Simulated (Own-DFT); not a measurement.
SiC (4H silicon carbide, atoms displaced) (calculated)

A calculation, not a measurement: plane-wave PBE density functional theory by an unreviewed code, no spin, of a simulated periodic cell, stress positive in tension, free energy of the whole cell less one offset for each atom, forces on such cells passed a denser k mesh, this cell's mesh not checked; offsets are fitted by least squares, one for each functional and potential file, so energies compare only between cells with the same atoms and settings and are not formation energies; the far tail of each file's local potential was reset to the Coulomb form; each entry is a single point on an unrelaxed cell, so the pressure reflects the starting lattice, mostly measured values (interpolated for alloys), from which strain is counted, and rises with the displacements; printed positions are rounded, which can move forces by about a meV/angstrom; the program, named Own-DFT, is a retired in-house code; no spin-orbit coupling. Program: Own-DFT development build.

Common to all runs: functional PBE; potential files PseudoDojo norm-conserving, scalar-relativistic, standard set; wave cutoff 42 hartree; occupations Fermi-Dirac; smearing width 0.1 eV; hardware one NVIDIA H100; k mesh 5 x 5 x 3 centred on Gamma.

(1) 
```cif
# cell vector a (Å): 6.1654 0.0000 0.0000
# cell vector b (Å): -3.0827 5.3394 0.0000
# cell vector c (Å): 0.0000 0.0000 10.0681
data_SiC
_symmetry_space_group_name_H-M 'P 1'
_symmetry_Int_Tables_number 1
_cell_length_a 6.1654
_cell_length_b 6.1654
_cell_length_c 10.0681
_cell_angle_alpha 90.000
_cell_angle_beta 90.000
_cell_angle_gamma 120.000
_cell_volume 331.44
loop_
_atom_site_label
_atom_site_type_symbol
_atom_site_fract_x
_atom_site_fract_y
_atom_site_fract_z
_atom_site_occupancy
Si1 Si 0.01049 0.99961 0.40907 1
Si2 Si 0.16252 0.33584 0.15930 1
C1 C 0.99743 0.99996 0.08745 1
C2 C 0.16636 0.33775 0.33744 1
Si3 Si 0.99480 0.48976 0.40785 1
Si4 Si 0.16117 0.83796 0.15573 1
C3 C 0.00096 0.49359 0.09620 1
C4 C 0.16748 0.83339 0.34744 1
Si5 Si 0.49664 0.99545 0.40946 1
Si6 Si 0.66451 0.33914 0.15825 1
C5 C 0.50249 0.00641 0.08942 1
C6 C 0.66344 0.32929 0.33997 1
Si7 Si 0.49322 0.48902 0.40422 1
Si8 Si 0.66706 0.83002 0.15362 1
C7 C 0.49612 0.49384 0.09160 1
C8 C 0.66864 0.82676 0.34257 1
Si9 Si 0.99361 0.99393 0.90781 1
Si10 Si 0.83040 0.65816 0.65428 1
C9 C 0.00699 0.00873 0.59541 1
C10 C 0.82990 0.67131 0.84089 1
Si11 Si 0.00447 0.49294 0.91167 1
Si12 Si 0.83287 0.16556 0.65631 1
C11 C 0.00597 0.50609 0.59408 1
C12 C 0.83783 0.16614 0.84203 1
Si13 Si 0.50319 0.00639 0.91157 1
Si14 Si 0.33559 0.66835 0.65453 1
C13 C 0.49853 0.99219 0.59509 1
C14 C 0.32758 0.66498 0.84384 1
Si15 Si 0.49338 0.49384 0.90898 1
Si16 Si 0.33327 0.16940 0.65852 1
C15 C 0.49679 0.49138 0.59529 1
C16 C 0.32358 0.16427 0.84308 1
_calc_free_energy_of_cell_above_offsets '-4.720'  # eV
_calc_pressure 3.79  # GPa
_calc_stress_xx -2.62  # GPa
_calc_stress_yy -1.67  # GPa
_calc_stress_zz -7.1  # GPa
_calc_stress_yz -0.18  # GPa
_calc_stress_xz -0.13  # GPa
_calc_stress_xy 0.03  # GPa
_calc_wall_time 126.2  # s
```

Force:
```tsv
element	x (eV/Å)	y (eV/Å)	z (eV/Å)
Si	-1.613	0.113	-0.415
Si	0.899	-0.74	-1.567
C	-0.102	0.132	1.841
C	0.286	-1.036	2.089
Si	-0.306	1.029	-0.462
Si	1.161	-0.373	-0.007
C	-1.193	1.174	0.102
C	0.209	-0.611	-0.721
Si	0.904	-0.125	-0.932
Si	0.782	-0.925	-1.014
C	-0.161	-0.491	2.115
C	0.113	-0.306	1.482
Si	0.25	1.092	0.282
Si	-0.63	0.303	0.204
C	-0.422	0.604	0.823
C	-0.142	0.408	0.519
Si	0.227	0.312	-1.584
Si	-0.258	1.332	0.448
C	-0.294	-1.135	-0.483
C	0.604	-1.553	1.004
Si	-1.288	0.749	-1.46
Si	0.206	0.269	0.104
C	-0.22	-1.204	-0.449
C	-0.867	-0.047	0.773
Si	-0.301	-0.584	-2.436
Si	0.216	-0.724	1.049
C	-0.217	1.309	-0.159
C	0.728	0.519	0.463
Si	0.087	0.608	-1.517
Si	0.401	-0.924	0.187
C	-0.07	0.808	-1.026
C	1.006	0.017	0.747
```

(2) 
```cif
# cell vector a (Å): 6.1654 0.0000 0.0000
# cell vector b (Å): -3.0827 5.3394 0.0000
# cell vector c (Å): 0.0000 0.0000 10.0681
data_SiC
_symmetry_space_group_name_H-M 'P 1'
_symmetry_Int_Tables_number 1
_cell_length_a 6.1654
_cell_length_b 6.1654
_cell_length_c 10.0681
_cell_angle_alpha 90.000
_cell_angle_beta 90.000
_cell_angle_gamma 120.000
_cell_volume 331.44
loop_
_atom_site_label
_atom_site_type_symbol
_atom_site_fract_x
_atom_site_fract_y
_atom_site_fract_z
_atom_site_occupancy
Si1 Si 0.00131 0.00856 0.40817 1
Si2 Si 0.14968 0.32631 0.15831 1
C1 C 0.00418 0.01041 0.09043 1
C2 C 0.16770 0.33369 0.34563 1
Si3 Si 0.99788 0.50444 0.40819 1
Si4 Si 0.16252 0.83444 0.14946 1
C3 C 0.00266 0.49886 0.09276 1
C4 C 0.17519 0.83255 0.34313 1
Si5 Si 0.49447 0.99783 0.39825 1
Si6 Si 0.66047 0.33281 0.15954 1
C5 C 0.50333 0.01114 0.09406 1
C6 C 0.66269 0.34088 0.34330 1
Si7 Si 0.49786 0.50361 0.40250 1
Si8 Si 0.67141 0.82989 0.15723 1
C7 C 0.49922 0.50916 0.09631 1
C8 C 0.66387 0.83051 0.34517 1
Si9 Si 0.99398 0.98884 0.90398 1
Si10 Si 0.83473 0.66324 0.65462 1
C9 C 0.99507 0.99410 0.60028 1
C10 C 0.83089 0.66084 0.84414 1
Si11 Si 0.00194 0.50669 0.90784 1
Si12 Si 0.83600 0.16893 0.66019 1
C11 C 0.00498 0.50706 0.59383 1
C12 C 0.84345 0.17236 0.84617 1
Si13 Si 0.49235 0.99786 0.90929 1
Si14 Si 0.33473 0.66547 0.66001 1
C13 C 0.49724 0.99088 0.59414 1
C14 C 0.33395 0.67656 0.84635 1
Si15 Si 0.49167 0.49948 0.90998 1
Si16 Si 0.33288 0.16978 0.65466 1
C15 C 0.50706 0.50135 0.59472 1
C16 C 0.34074 0.17232 0.84663 1
_calc_free_energy_of_cell_above_offsets '-4.737'  # eV
_calc_pressure 3.66  # GPa
_calc_stress_xx -2.15  # GPa
_calc_stress_yy -5  # GPa
_calc_stress_zz -3.83  # GPa
_calc_stress_yz -0.74  # GPa
_calc_stress_xz -0.77  # GPa
_calc_stress_xy 0.36  # GPa
_calc_wall_time 119.1  # s
```

Force:
```tsv
element	x (eV/Å)	y (eV/Å)	z (eV/Å)
Si	0.568	-1.384	0.407
Si	1.668	1.435	-0.104
C	-0.138	-1.686	0.332
C	-1.064	0.111	-0.11
Si	0.353	-0.204	-0.349
Si	0.749	0.195	1.291
C	-1.425	0.367	0.395
C	-2.317	-0.003	-0.719
Si	1.021	0.729	1.972
Si	0.186	0.996	-1.055
C	0.28	-1.362	0.352
C	0.914	-0.656	0.423
Si	0.149	-0.151	1.285
Si	-1.08	1.211	-0.13
C	-0.076	-1.399	-0.046
C	0.503	1.032	-0.503
Si	0.217	1.571	-0.265
Si	-0.2	0.153	0.792
C	0.197	1.01	-1.245
C	-0.639	0.039	0.121
Si	0.231	-1.11	-0.313
Si	-0.632	-0.287	-0.48
C	0.292	-1.022	0.154
C	-0.904	-0.515	0.171
Si	1.36	1.635	-0.487
Si	0.185	0.323	-0.658
C	-0.16	1.26	-0.531
C	0.301	-1.051	0.047
Si	0.63	0.316	-0.315
Si	0.897	-0.715	0.577
C	-0.988	-0.24	-0.577
C	-1.078	-0.599	-0.432
```

(3) 
```cif
# cell vector a (Å): 6.1654 0.0000 0.0000
# cell vector b (Å): -3.0827 5.3394 0.0000
# cell vector c (Å): 0.0000 0.0000 10.0681
data_SiC
_symmetry_space_group_name_H-M 'P 1'
_symmetry_Int_Tables_number 1
_cell_length_a 6.1654
_cell_length_b 6.1654
_cell_length_c 10.0681
_cell_angle_alpha 90.000
_cell_angle_beta 90.000
_cell_angle_gamma 120.000
_cell_volume 331.44
loop_
_atom_site_label
_atom_site_type_symbol
_atom_site_fract_x
_atom_site_fract_y
_atom_site_fract_z
_atom_site_occupancy
Si1 Si 0.99459 0.99567 0.40518 1
Si2 Si 0.17382 0.34082 0.15823 1
C1 C 0.99974 0.00730 0.09645 1
C2 C 0.16701 0.33200 0.34422 1
Si3 Si 0.99411 0.50056 0.40472 1
Si4 Si 0.15995 0.83695 0.15590 1
C3 C 0.99893 0.50650 0.09294 1
C4 C 0.17845 0.83873 0.34268 1
Si5 Si 0.49904 0.00075 0.40749 1
Si6 Si 0.66760 0.33863 0.15884 1
C5 C 0.49410 0.99919 0.08735 1
C6 C 0.67490 0.33547 0.33843 1
Si7 Si 0.49677 0.50052 0.40622 1
Si8 Si 0.66607 0.82740 0.15940 1
C7 C 0.50383 0.50337 0.09025 1
C8 C 0.67281 0.83599 0.34900 1
Si9 Si 0.00111 0.99667 0.90945 1
Si10 Si 0.82429 0.66065 0.65870 1
C9 C 0.00918 0.00489 0.59694 1
C10 C 0.83818 0.66225 0.85143 1
Si11 Si 0.99313 0.49682 0.90239 1
Si12 Si 0.83617 0.17073 0.65578 1
C11 C 0.99921 0.50612 0.59342 1
C12 C 0.82504 0.16204 0.84562 1
Si13 Si 0.50088 0.00588 0.90613 1
Si14 Si 0.32669 0.66065 0.65545 1
C13 C 0.49348 0.00714 0.59057 1
C14 C 0.33325 0.66433 0.83702 1
Si15 Si 0.50437 0.49766 0.90784 1
Si16 Si 0.34676 0.17116 0.64897 1
C15 C 0.50379 0.49225 0.59084 1
C16 C 0.33700 0.16185 0.84313 1
_calc_free_energy_of_cell_above_offsets '-4.535'  # eV
_calc_pressure 3.98  # GPa
_calc_stress_xx -4.18  # GPa
_calc_stress_yy -2.43  # GPa
_calc_stress_zz -5.33  # GPa
_calc_stress_yz -0.24  # GPa
_calc_stress_xz -0.7  # GPa
_calc_stress_xy -0.4  # GPa
_calc_wall_time 114.2  # s
```

Force:
```tsv
element	x (eV/Å)	y (eV/Å)	z (eV/Å)
Si	1.58	0.777	0.912
Si	-0.936	0.013	-0.677
C	-0.039	-0.19	-0.045
C	-0.313	0.249	0.382
Si	1.242	0.535	0.087
Si	1.213	0.071	-0.4
C	0.506	-0.464	0.016
C	-1.441	-0.644	0.143
Si	0.598	0.525	-0.646
Si	0.502	-0.929	-1.943
C	0.473	0.088	2.077
C	-1.425	-0.251	1.56
Si	0.857	-0.3	-0.367
Si	-0.973	1.324	-0.768
C	-0.261	-0.247	1.314
C	-1.161	-0.752	-0.777
Si	-0.214	0.674	-0.579
Si	1.019	1.411	0.242
C	-0.995	-0.608	-0.639
C	-1.596	0.697	-1.591
Si	1.958	-0.283	1.088
Si	-0.083	-0.462	0.085
C	-0.039	-0.752	-0.311
C	1.178	0.234	-0.527
Si	0.211	-1.55	-0.539
Si	0.553	0.789	-0.615
C	2.761	-1.511	0.019
C	0.152	-0.063	1.616
Si	-0.917	-0.077	-1.08
Si	-2.161	-0.562	2.236
C	-1.232	1.396	0.086
C	-1.018	0.863	-0.361
```

(4) 
```cif
# cell vector a (Å): 6.1654 0.0000 0.0000
# cell vector b (Å): -3.0827 5.3394 0.0000
# cell vector c (Å): 0.0000 0.0000 10.0681
data_SiC
_symmetry_space_group_name_H-M 'P 1'
_symmetry_Int_Tables_number 1
_cell_length_a 6.1654
_cell_length_b 6.1654
_cell_length_c 10.0681
_cell_angle_alpha 90.000
_cell_angle_beta 90.000
_cell_angle_gamma 120.000
_cell_volume 331.44
loop_
_atom_site_label
_atom_site_type_symbol
_atom_site_fract_x
_atom_site_fract_y
_atom_site_fract_z
_atom_site_occupancy
Si1 Si 0.00422 0.99786 0.40334 1
Si2 Si 0.17272 0.34171 0.15740 1
C1 C 0.99847 0.00375 0.08788 1
C2 C 0.16609 0.34107 0.34414 1
Si3 Si 0.99516 0.49858 0.40787 1
Si4 Si 0.16626 0.82556 0.15697 1
C3 C 0.00822 0.51133 0.09841 1
C4 C 0.16884 0.83170 0.34158 1
Si5 Si 0.50009 0.00258 0.40200 1
Si6 Si 0.66956 0.33114 0.15437 1
C5 C 0.49895 0.99577 0.09378 1
C6 C 0.66786 0.33268 0.34072 1
Si7 Si 0.50959 0.50013 0.40500 1
Si8 Si 0.65963 0.83330 0.15253 1
C7 C 0.50551 0.49586 0.09376 1
C8 C 0.66968 0.83464 0.34931 1
Si9 Si 0.99937 0.00273 0.90784 1
Si10 Si 0.83681 0.67333 0.65331 1
C9 C 0.99760 0.00094 0.59735 1
C10 C 0.83501 0.66899 0.84025 1
Si11 Si 0.00798 0.50298 0.90888 1
Si12 Si 0.84215 0.17429 0.65333 1
C11 C 0.00513 0.50571 0.59267 1
C12 C 0.82943 0.16225 0.84089 1
Si13 Si 0.50888 0.01539 0.90307 1
Si14 Si 0.32982 0.66114 0.65548 1
C13 C 0.50551 0.99979 0.59223 1
C14 C 0.33588 0.65966 0.84274 1
Si15 Si 0.50211 0.50375 0.90950 1
Si16 Si 0.32653 0.16361 0.65168 1
C15 C 0.50336 0.50479 0.59346 1
C16 C 0.33388 0.16157 0.84409 1
_calc_free_energy_of_cell_above_offsets '-4.778'  # eV
_calc_pressure 3.66  # GPa
_calc_stress_xx -4.15  # GPa
_calc_stress_yy -2.65  # GPa
_calc_stress_zz -4.19  # GPa
_calc_stress_yz 0.08  # GPa
_calc_stress_xz -0.19  # GPa
_calc_stress_xy 0.34  # GPa
_calc_wall_time 121.1  # s
```

Force:
```tsv
element	x (eV/Å)	y (eV/Å)	z (eV/Å)
Si	-0.589	0.844	0.43
Si	0.068	-1.067	-0.201
C	0.255	-0.111	2.007
C	1.036	-0.742	0.22
Si	0.693	0.302	-0.498
Si	-1.018	2.318	-0.385
C	-0.039	-1.992	-1.279
C	-0.324	0.018	0.501
Si	0.583	-0.527	1.117
Si	0.118	0.065	0.188
C	-0.468	0.693	-0.536
C	0.033	0.005	0.288
Si	-1.521	0.222	0.332
Si	1.794	-0.092	1.01
C	-0.716	0.522	0.259
C	0.008	-0.051	-1.626
Si	0.468	-0.46	-1.396
Si	-0.175	-0.861	0.927
C	0.48	0.25	-1.701
C	0.322	-0.193	1.083
Si	-0.761	-0.02	-0.888
Si	-1.171	-0.536	0.43
C	-0.588	-0.224	-0.124
C	0.759	1.369	0.502
Si	-0.121	-2.222	0.202
Si	0.756	1.14	0.015
C	-0.808	0.184	-0.215
C	-0.613	1.107	0.471
Si	0.763	-0.734	-1.396
Si	1.544	0.57	1.033
C	0.165	-0.863	-0.48
C	-0.936	1.085	-0.289
```

(5) 
```cif
# cell vector a (Å): 6.1654 0.0000 0.0000
# cell vector b (Å): -3.0827 5.3394 0.0000
# cell vector c (Å): 0.0000 0.0000 10.0681
data_SiC
_symmetry_space_group_name_H-M 'P 1'
_symmetry_Int_Tables_number 1
_cell_length_a 6.1654
_cell_length_b 6.1654
_cell_length_c 10.0681
_cell_angle_alpha 90.000
_cell_angle_beta 90.000
_cell_angle_gamma 120.000
_cell_volume 331.44
loop_
_atom_site_label
_atom_site_type_symbol
_atom_site_fract_x
_atom_site_fract_y
_atom_site_fract_z
_atom_site_occupancy
Si1 Si 0.00024 0.00208 0.40368 1
Si2 Si 0.17558 0.34088 0.15586 1
C1 C 0.00604 0.00352 0.09265 1
C2 C 0.16771 0.33603 0.34533 1
Si3 Si 0.99798 0.50425 0.40566 1
Si4 Si 0.16924 0.83163 0.15962 1
C3 C 0.99746 0.50341 0.09464 1
C4 C 0.15944 0.83440 0.34778 1
Si5 Si 0.50077 0.99391 0.40408 1
Si6 Si 0.66324 0.32811 0.15753 1
C5 C 0.49812 0.99537 0.09291 1
C6 C 0.66889 0.32882 0.34458 1
Si7 Si 0.49756 0.49906 0.40750 1
Si8 Si 0.67006 0.83659 0.15786 1
C7 C 0.50249 0.50775 0.09306 1
C8 C 0.66240 0.82637 0.34521 1
Si9 Si 0.99687 0.00528 0.90625 1
Si10 Si 0.83261 0.67122 0.65636 1
C9 C 0.99311 0.00127 0.59418 1
C10 C 0.82240 0.65979 0.84141 1
Si11 Si 0.00084 0.49910 0.90849 1
Si12 Si 0.82605 0.16187 0.65398 1
C11 C 0.99955 0.50998 0.59493 1
C12 C 0.82620 0.17343 0.84240 1
Si13 Si 0.50882 0.00654 0.90391 1
Si14 Si 0.33105 0.66667 0.65729 1
C13 C 0.49858 0.99751 0.59679 1
C14 C 0.33735 0.66185 0.84347 1
Si15 Si 0.50888 0.51268 0.90371 1
Si16 Si 0.32873 0.16131 0.65785 1
C15 C 0.50497 0.49978 0.59620 1
C16 C 0.33029 0.16361 0.84523 1
_calc_free_energy_of_cell_above_offsets '-5.110'  # eV
_calc_pressure 3.44  # GPa
_calc_stress_xx -4.01  # GPa
_calc_stress_yy -2.66  # GPa
_calc_stress_zz -3.64  # GPa
_calc_stress_yz 0.35  # GPa
_calc_stress_xz 0.52  # GPa
_calc_stress_xy -0.77  # GPa
_calc_wall_time 129.5  # s
```

Force:
```tsv
element	x (eV/Å)	y (eV/Å)	z (eV/Å)
Si	-0.669	0.175	0.878
Si	-0.708	-0.447	-0.101
C	-0.339	0.07	0.645
C	-0.214	0.058	-0.25
Si	0.38	-0.477	0.663
Si	-0.648	0.357	-0.727
C	0.505	-0.539	0.21
C	1.152	0.091	-0.762
Si	-0.694	0.423	0.982
Si	-0.165	0.537	-0.441
C	0.194	0.463	0.237
C	-0.766	0.042	0.047
Si	0.631	-0.577	0.402
Si	0.259	-0.017	-0.437
C	0.703	-0.403	0.021
C	0.308	0.553	-0.267
Si	0.396	-0.61	-0.338
Si	0.026	-0.284	0.007
C	0.69	0.144	-0.427
C	1.754	1.641	0.566
Si	-0.364	0.816	-0.585
Si	0.066	1.445	0.326
C	0.468	-1.086	-0.377
C	1.674	-0.192	0.069
Si	-1.611	-1.217	0.495
Si	0.433	-0.454	-0.188
C	-0.429	-0.128	-1.045
C	-1.288	0.994	0.239
Si	-0.541	-2.145	0.747
Si	-0.063	0.621	-0.085
C	-1.061	-0.338	-0.6
C	-0.079	0.483	0.097
```

(6) 
```cif
# cell vector a (Å): 6.1654 0.0000 0.0000
# cell vector b (Å): -3.0827 5.3394 0.0000
# cell vector c (Å): 0.0000 0.0000 10.0681
data_SiC
_symmetry_space_group_name_H-M 'P 1'
_symmetry_Int_Tables_number 1
_cell_length_a 6.1654
_cell_length_b 6.1654
_cell_length_c 10.0681
_cell_angle_alpha 90.000
_cell_angle_beta 90.000
_cell_angle_gamma 120.000
_cell_volume 331.44
loop_
_atom_site_label
_atom_site_type_symbol
_atom_site_fract_x
_atom_site_fract_y
_atom_site_fract_z
_atom_site_occupancy
Si1 Si 0.99965 0.99888 0.40719 1
Si2 Si 0.16873 0.32491 0.15703 1
C1 C 0.00435 0.99792 0.09571 1
C2 C 0.16509 0.33605 0.34379 1
Si3 Si 0.99428 0.49215 0.40173 1
Si4 Si 0.15731 0.83296 0.15225 1
C3 C 0.99517 0.49541 0.09462 1
C4 C 0.15961 0.82504 0.34931 1
Si5 Si 0.49658 0.99768 0.40346 1
Si6 Si 0.66467 0.33644 0.15994 1
C5 C 0.49488 0.00292 0.09489 1
C6 C 0.67096 0.33699 0.34230 1
Si7 Si 0.49236 0.50418 0.39937 1
Si8 Si 0.66921 0.83843 0.15852 1
C7 C 0.50327 0.50390 0.09572 1
C8 C 0.66418 0.83217 0.34216 1
Si9 Si 0.99301 0.99485 0.91142 1
Si10 Si 0.82985 0.67247 0.65696 1
C9 C 0.99547 0.00285 0.59131 1
C10 C 0.83792 0.66712 0.83643 1
Si11 Si 0.99868 0.49730 0.90049 1
Si12 Si 0.82910 0.17307 0.65683 1
C11 C 0.99822 0.49539 0.58976 1
C12 C 0.83205 0.16532 0.84352 1
Si13 Si 0.49410 0.00412 0.90461 1
Si14 Si 0.32898 0.66056 0.65204 1
C13 C 0.49313 0.99524 0.59169 1
C14 C 0.33931 0.66564 0.84622 1
Si15 Si 0.49356 0.49993 0.90693 1
Si16 Si 0.32192 0.16667 0.65428 1
C15 C 0.49518 0.49521 0.59596 1
C16 C 0.32858 0.16502 0.84544 1
_calc_free_energy_of_cell_above_offsets '-4.871'  # eV
_calc_pressure 3.63  # GPa
_calc_stress_xx -3.27  # GPa
_calc_stress_yy -3.45  # GPa
_calc_stress_zz -4.17  # GPa
_calc_stress_yz 0.21  # GPa
_calc_stress_xz -0.97  # GPa
_calc_stress_xy 0.37  # GPa
_calc_wall_time 119  # s
```

Force:
```tsv
element	x (eV/Å)	y (eV/Å)	z (eV/Å)
Si	-0.164	-0.101	-0.163
Si	-0.949	1.522	-0.337
C	-1.612	0.188	-0.324
C	0.263	-1.148	-0.461
Si	-0.095	0.762	1.038
Si	2.03	-1.185	1.472
C	0.365	0.024	-0.651
C	-0.03	0.825	-1.481
Si	-0.234	0.297	0.453
Si	0.497	-0.346	-1.213
C	0.404	-0.087	-0.161
C	-1.331	-0.723	0.571
Si	1.454	-0.581	1.653
Si	-0.76	-0.231	-0.791
C	-0.213	-0.009	-0.247
C	0.144	0.668	0.426
Si	0.348	0.232	-1.574
Si	0.588	-0.62	-1.566
C	-0.488	-0.124	0.453
C	-0.783	-0.083	2.259
Si	0.196	0.275	1.123
Si	0.129	-1.051	-0.485
C	-0.794	0.633	0.39
C	-0.254	-0.235	0.312
Si	0.871	-0.468	0.46
Si	-0.09	0.514	0.746
C	-0.085	0.508	0.266
C	-1.393	0.478	-0.873
Si	1.461	-0.211	-0.075
Si	1.081	-0.494	0.369
C	0.096	0.57	-1.332
C	-0.65	0.202	-0.256
```
